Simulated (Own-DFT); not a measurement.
# Computed records: Al35N37 (wurtzite with substituted atoms, atoms displaced)

Computed with Own-DFT development build. A calculation, not a measurement: plane-wave PBE density functional theory by an unreviewed code, no spin, of a simulated periodic cell, stress positive in tension, free energy of the whole cell less one offset for each atom, not probed for a lower state with spin; forces on such cells passed a denser k mesh, this cell's mesh not checked; offsets are fitted by least squares, one for each functional and potential file, so energies compare only between cells with the same atoms and settings and are not formation energies; the far tail of each file's local potential was reset to the Coulomb form; each entry is a single point on an unrelaxed cell, so the pressure reflects the starting lattice, mostly measured values (interpolated for alloys), from which strain is counted, and rises with the displacements; printed positions are rounded, which can move forces by about a meV/angstrom; the program, named Own-DFT, is a retired in-house code; no spin-orbit coupling; before rounding, a Quantum ESPRESSO 7.3.1 run of the same cell and cutoff gave forces within 1 meV/angstrom rms on each cell, which checks the program and not the settings.

Settings shared by all entries: functional PBE; potential files PseudoDojo norm-conserving, scalar-relativistic, standard set; wave cutoff 42 hartree; occupations Fermi-Dirac; smearing width 0.1 eV; k mesh 3 x 3 x 2 centred on Gamma.

(1) Al35N37 (wurtzite with substituted atoms, atoms displaced)

```cif
# cell vector a (Å): 9.3360 0.0000 0.0000
# cell vector b (Å): -4.6680 8.0852 0.0000
# cell vector c (Å): 0.0000 0.0000 9.9640
data_Al35N37
_symmetry_space_group_name_H-M 'P 1'
_symmetry_Int_Tables_number 1
_cell_length_a 9.3360
_cell_length_b 9.3360
_cell_length_c 9.9640
_cell_angle_alpha 90.000
_cell_angle_beta 90.000
_cell_angle_gamma 120.000
_cell_volume 752.12
loop_
_atom_site_label
_atom_site_type_symbol
_atom_site_fract_x
_atom_site_fract_y
_atom_site_fract_z
_atom_site_occupancy
N1 N 0.12027 0.22840 0.99039 1
Al1 Al 0.23328 0.09240 0.25681 1
N2 N 0.11682 0.22977 0.17809 1
N3 N 0.22543 0.12393 0.44405 1
Al2 Al 0.12019 0.20765 0.49628 1
Al3 Al 0.21772 0.10332 0.76051 1
N4 N 0.10983 0.23716 0.69372 1
N5 N 0.22889 0.11495 0.94716 1
Al4 Al 0.09775 0.56079 0.99031 1
Al5 Al 0.21698 0.44348 0.25232 1
N6 N 0.11160 0.55927 0.17710 1
N7 N 0.21020 0.44385 0.43170 1
Al6 Al 0.10151 0.54042 0.49417 1
Al7 Al 0.20604 0.42753 0.74330 1
N8 N 0.10966 0.54825 0.69620 1
N9 N 0.22952 0.44438 0.93541 1
Al8 Al 0.09736 0.87679 0.00586 1
Al9 Al 0.21441 0.77244 0.24902 1
N10 N 0.11609 0.88201 0.17488 1
N11 N 0.24178 0.78767 0.43502 1
Al10 Al 0.11894 0.87874 0.50468 1
Al11 Al 0.22092 0.76988 0.75455 1
N12 N 0.11198 0.87779 0.68651 1
N13 N 0.24503 0.78858 0.93903 1
Al12 Al 0.45149 0.21821 0.00646 1
Al13 Al 0.53156 0.09551 0.25893 1
N14 N 0.45343 0.23084 0.17766 1
N15 N 0.53630 0.09940 0.45115 1
Al14 Al 0.44014 0.22268 0.49604 1
Al15 Al 0.56212 0.11339 0.75666 1
N16 N 0.45390 0.23710 0.68761 1
N17 N 0.56011 0.10548 0.94695 1
Al16 Al 0.44528 0.54772 0.00959 1
Al17 Al 0.52496 0.44698 0.25568 1
N18 N 0.45444 0.56018 0.20145 1
N19 N 0.53348 0.42955 0.43561 1
Al18 Al 0.44786 0.57320 0.49674 1
Al19 Al 0.54887 0.43930 0.75356 1
N20 N 0.44107 0.55055 0.68852 1
N21 N 0.54345 0.44325 0.93970 1
Al20 Al 0.45762 0.90433 0.00740 1
Al21 Al 0.55593 0.78812 0.24852 1
N22 N 0.44228 0.88584 0.19594 1
N23 N 0.54927 0.76727 0.44402 1
Al22 Al 0.43480 0.87908 0.50603 1
Al23 Al 0.55708 0.77346 0.73320 1
N24 N 0.43386 0.88355 0.69722 1
N25 N 0.56002 0.77921 0.94379 1
Al24 Al 0.78412 0.22902 0.99100 1
Al25 Al 0.90606 0.10753 0.25480 1
N26 N 0.77372 0.21756 0.20412 1
N27 N 0.89474 0.10459 0.45165 1
Al26 Al 0.79220 0.23414 0.49528 1
Al27 Al 0.86217 0.11639 0.75759 1
N28 N 0.77739 0.20426 0.68799 1
N29 N 0.88137 0.11567 0.92711 1
Al28 Al 0.77887 0.56197 0.99446 1
Al29 Al 0.88391 0.44307 0.24022 1
N30 N 0.77409 0.56439 0.19110 1
N31 N 0.89590 0.44598 0.44069 1
Al30 Al 0.77570 0.54317 0.50070 1
Al31 Al 0.89555 0.44360 0.74613 1
N32 N 0.78113 0.55813 0.69352 1
N33 N 0.88859 0.44250 0.93812 1
Al32 Al 0.78069 0.89754 0.98467 1
Al33 Al 0.88071 0.77599 0.24420 1
N34 N 0.77177 0.89308 0.18825 1
N35 N 0.92088 0.80125 0.44719 1
Al34 Al 0.78287 0.89889 0.48687 1
Al35 Al 0.89021 0.76746 0.75412 1
N36 N 0.78026 0.88107 0.69535 1
N37 N 0.88195 0.75662 0.94521 1
```

```
free energy of cell above offsets : -8.600 eV
pressure                          : 9.19 GPa
stress xx                         : -8.77 GPa
stress yy                         : -11.44 GPa
stress zz                         : -7.36 GPa
stress yz                         : -0.08 GPa
stress xz                         : -2.32 GPa
stress xy                         : 1.28 GPa
```

Force:
```tsv
element	x (eV/Å)	y (eV/Å)	z (eV/Å)
N	0.612	1.038	1.166
Al	-1.895	1.965	-2.014
N	1.383	-0.905	0.575
N	5.147	-4.71	-2.851
Al	-6.36	4.183	3.665
Al	-0.491	1.418	-1.599
N	0.903	-7.974	-2.587
N	-0.512	-1.167	-0.157
Al	3.986	0.514	0.72
Al	-0.034	0.72	-2.41
N	-0.443	-0.703	1.496
N	2.031	-0.875	1.28
Al	1.304	2.873	1.658
Al	2.382	5.716	2.445
N	-0.494	0.924	-1.596
N	-1.114	-0.706	1.075
Al	1.696	1.547	-4.003
Al	1.298	-0.526	-0.644
N	-1.18	0.601	5.116
N	-3.596	-3.067	-0.463
Al	1.298	1.968	0.197
Al	0.195	0.413	0.005
N	-0.243	0.922	2.077
N	-2.992	-1.206	0.591
Al	-0.975	0.964	-3.28
Al	2.557	2.634	-0.076
N	-0.797	-1.277	5.086
N	1.801	1.081	-1.067
Al	0.749	-0.295	2.2
Al	-1.823	-0.811	-1.384
N	0.184	-3.451	0.532
N	-0.514	3.117	-1.376
Al	-1.449	1.925	-0.761
Al	8.165	-4.004	0.786
N	-6.874	3.555	-2.918
N	1.395	2.924	0.988
Al	0.04	-6.669	1.879
Al	-0.329	1.931	-0.175
N	-0.618	0.205	-0.813
N	3.013	-0.88	0.373
Al	0.979	-3.817	-0.218
Al	0.856	-1.295	0.318
N	-1.4	0.109	-0.571
N	0.561	5.756	-1.799
Al	2.407	1.895	1.281
Al	-0.59	-0.178	2.547
N	1.769	0.818	-1.114
N	-0.671	-0.631	-0.236
Al	0.148	-1.187	3.086
Al	-2.509	0.909	-1.076
N	0.198	-0.357	-0.827
N	-0.527	3.458	-2.404
Al	-0.878	-3.34	0.042
Al	10.43	-5.174	-0.552
N	-8.053	6.239	-3.915
N	-0.078	-0.861	3.268
Al	-1.372	-5.648	2.299
Al	-0.271	0.105	0.18
N	0.245	-1.946	-0.164
N	-2.101	-0.031	-0.948
Al	-1.539	1.693	-0.228
Al	-1.606	-0.782	0.177
N	0.269	-2.296	-0.76
N	-1.745	0.453	-0.888
Al	0.049	-0.659	1.036
Al	0.762	1.093	1.026
N	1.705	0.119	0.058
N	-4.201	-3.357	-2.702
Al	0.996	-3.986	3.015
Al	-0.75	1.74	-0.935
N	-0.332	1.043	-0.764
N	-0.15	6.203	-1.971
```

(2) Al35N37 (wurtzite with substituted atoms, atoms displaced)

```cif
# cell vector a (Å): 9.3360 0.0000 0.0000
# cell vector b (Å): -4.6680 8.0852 0.0000
# cell vector c (Å): 0.0000 0.0000 9.9640
data_Al35N37
_symmetry_space_group_name_H-M 'P 1'
_symmetry_Int_Tables_number 1
_cell_length_a 9.3360
_cell_length_b 9.3360
_cell_length_c 9.9640
_cell_angle_alpha 90.000
_cell_angle_beta 90.000
_cell_angle_gamma 120.000
_cell_volume 752.12
loop_
_atom_site_label
_atom_site_type_symbol
_atom_site_fract_x
_atom_site_fract_y
_atom_site_fract_z
_atom_site_occupancy
Al1 Al 0.11152 0.22197 0.99885 1
Al2 Al 0.21909 0.10528 0.25218 1
N1 N 0.10875 0.22070 0.17778 1
N2 N 0.22397 0.11354 0.43365 1
Al3 Al 0.09965 0.21682 0.50837 1
Al4 Al 0.21743 0.10447 0.73276 1
N3 N 0.12290 0.22601 0.69218 1
N4 N 0.21757 0.10243 0.93209 1
Al5 Al 0.10611 0.54602 0.01216 1
Al6 Al 0.21195 0.42997 0.26487 1
N5 N 0.12374 0.56154 0.18952 1
N6 N 0.22969 0.45118 0.43443 1
Al7 Al 0.10612 0.55657 0.50990 1
Al8 Al 0.21041 0.43289 0.75196 1
N7 N 0.11727 0.55307 0.69481 1
N8 N 0.23677 0.45154 0.92057 1
Al9 Al 0.10353 0.88690 0.00121 1
Al10 Al 0.22202 0.77570 0.25105 1
N9 N 0.10991 0.89310 0.18070 1
N10 N 0.21456 0.77127 0.43733 1
Al11 Al 0.11789 0.91692 0.49811 1
Al12 Al 0.23740 0.78447 0.74993 1
N11 N 0.11431 0.88993 0.69362 1
N12 N 0.21451 0.77000 0.94464 1
Al13 Al 0.45390 0.23521 0.00762 1
Al14 Al 0.56342 0.11347 0.24962 1
N13 N 0.45114 0.22594 0.19844 1
N14 N 0.55141 0.10608 0.43764 1
Al15 Al 0.45589 0.22051 0.50330 1
Al16 Al 0.56195 0.11980 0.74518 1
N15 N 0.43664 0.21924 0.68265 1
N16 N 0.54669 0.09482 0.94998 1
Al17 Al 0.44568 0.56057 0.99907 1
Al18 Al 0.54684 0.44823 0.23880 1
N17 N 0.43336 0.55858 0.20298 1
N18 N 0.54821 0.44902 0.43785 1
Al19 Al 0.45517 0.56162 0.49998 1
Al20 Al 0.56422 0.45380 0.73892 1
N19 N 0.44124 0.55725 0.68970 1
N20 N 0.55736 0.44405 0.93590 1
Al21 Al 0.44913 0.88160 0.01099 1
N21 N 0.54387 0.76555 0.24945 1
N22 N 0.44605 0.89435 0.17506 1
N23 N 0.54005 0.77524 0.44891 1
Al22 Al 0.43989 0.88758 0.50499 1
Al23 Al 0.56500 0.78479 0.75343 1
N24 N 0.44186 0.88284 0.68180 1
N25 N 0.55291 0.77249 0.94783 1
Al24 Al 0.77843 0.23220 0.99658 1
Al25 Al 0.87964 0.11133 0.24725 1
N26 N 0.78165 0.23320 0.19106 1
N27 N 0.88408 0.11887 0.43319 1
Al26 Al 0.79188 0.23827 0.49874 1
Al27 Al 0.89238 0.10429 0.75012 1
N28 N 0.78737 0.24763 0.69731 1
N29 N 0.88276 0.12346 0.92797 1
Al28 Al 0.76730 0.54928 0.00195 1
Al29 Al 0.87096 0.43133 0.24289 1
N30 N 0.77502 0.54184 0.17686 1
N31 N 0.90019 0.45124 0.44884 1
Al30 Al 0.78296 0.54429 0.49629 1
Al31 Al 0.88630 0.44599 0.76092 1
N32 N 0.77945 0.55744 0.68361 1
N33 N 0.88715 0.44370 0.94085 1
Al32 Al 0.76400 0.87156 0.01707 1
Al33 Al 0.88064 0.78174 0.25249 1
N34 N 0.79985 0.91467 0.19289 1
N35 N 0.87309 0.76241 0.42826 1
Al34 Al 0.77743 0.87847 0.50438 1
Al35 Al 0.89200 0.78534 0.74950 1
N36 N 0.78791 0.91121 0.69718 1
N37 N 0.89477 0.78139 0.94681 1
```

```
free energy of cell above offsets : -12.347 eV
pressure                          : 7.95 GPa
stress xx                         : -2.86 GPa
stress yy                         : -8.73 GPa
stress zz                         : -12.26 GPa
stress yz                         : -1.14 GPa
stress xz                         : 0.25 GPa
stress xy                         : 0.77 GPa
```

Force:
```tsv
element	x (eV/Å)	y (eV/Å)	z (eV/Å)
Al	0.156	-0.248	-2.747
Al	-0.158	0.782	-2.107
N	0.154	0.251	2.851
N	-0.615	2.356	1.139
Al	1.002	1.985	-2.108
Al	1.125	1.321	3.704
N	-2.116	-1.883	-1.308
N	0.14	1.576	0.424
Al	0.784	1.263	-3.068
Al	-1.044	0.923	-3.622
N	-1.24	-2.059	1.653
N	-0.838	-1.2	4.631
Al	2.617	0.953	-0.704
Al	1.168	2.215	-2.623
N	-1.791	0.627	-0.087
N	-1.077	-0.914	6.015
Al	2.508	0.823	-1.182
Al	-0.286	0.478	-0.706
N	0.167	-0.962	3.07
N	-0.409	1.863	1.012
Al	1.114	-5.982	0.332
Al	-1.879	-1.951	1.655
N	-0.533	-1.059	-1.951
N	0.881	0.324	-0.407
Al	-0.802	-3.424	-1.331
Al	-0.726	-0.716	-0.212
N	-1.011	-0.294	-0.826
N	1.398	0.694	0.442
Al	-1.93	1.243	-2.138
Al	-0.396	-0.933	1.224
N	1.623	0.753	1.17
N	-0.031	2.838	-1.492
Al	-0.586	-1.683	-0.123
Al	1.637	-0.029	2.356
N	0.666	1.616	-1.781
N	3.2	-1.319	-0.471
Al	-2.394	-1.181	0.415
Al	-1.702	-1.252	0.657
N	1.191	0.794	0.093
N	-0.691	0.607	0.019
Al	-1.898	-0.604	-5.984
N	-0.835	-0.924	0.748
N	-0.277	-0.247	7.556
N	2.405	0.756	-1.075
Al	-1.195	-0.004	-2.47
Al	-1.287	-1.145	0.012
N	1.676	2.044	2.422
N	0.884	0.83	-1.2
Al	-0.082	-2.35	-0.104
Al	0.876	3.272	0.456
N	0.248	-3.586	-1.13
N	1.335	-1.277	1.697
Al	-1.277	-1.971	1.293
Al	-0.75	6.259	1.353
N	0.402	-4.411	-2.279
N	1.424	-1.034	2.683
Al	1.804	1.436	-2.343
Al	2.449	4.625	1.992
N	-2.312	1.861	3.137
N	-1.057	-1.163	-2.898
Al	-2.683	1.393	0.031
Al	1.174	3.042	-1.024
N	0.353	1.127	0.905
N	-0.525	1.086	1.279
Al	0.83	2.254	-2.281
Al	1.608	-0.431	-2.533
N	0.376	-3.911	-0.719
N	0.698	1.555	3.154
Al	-1.762	1.035	-1.485
Al	0.575	-0.773	1.018
N	0.437	-6.165	-2.779
N	-2.894	-1.773	-1.298
```
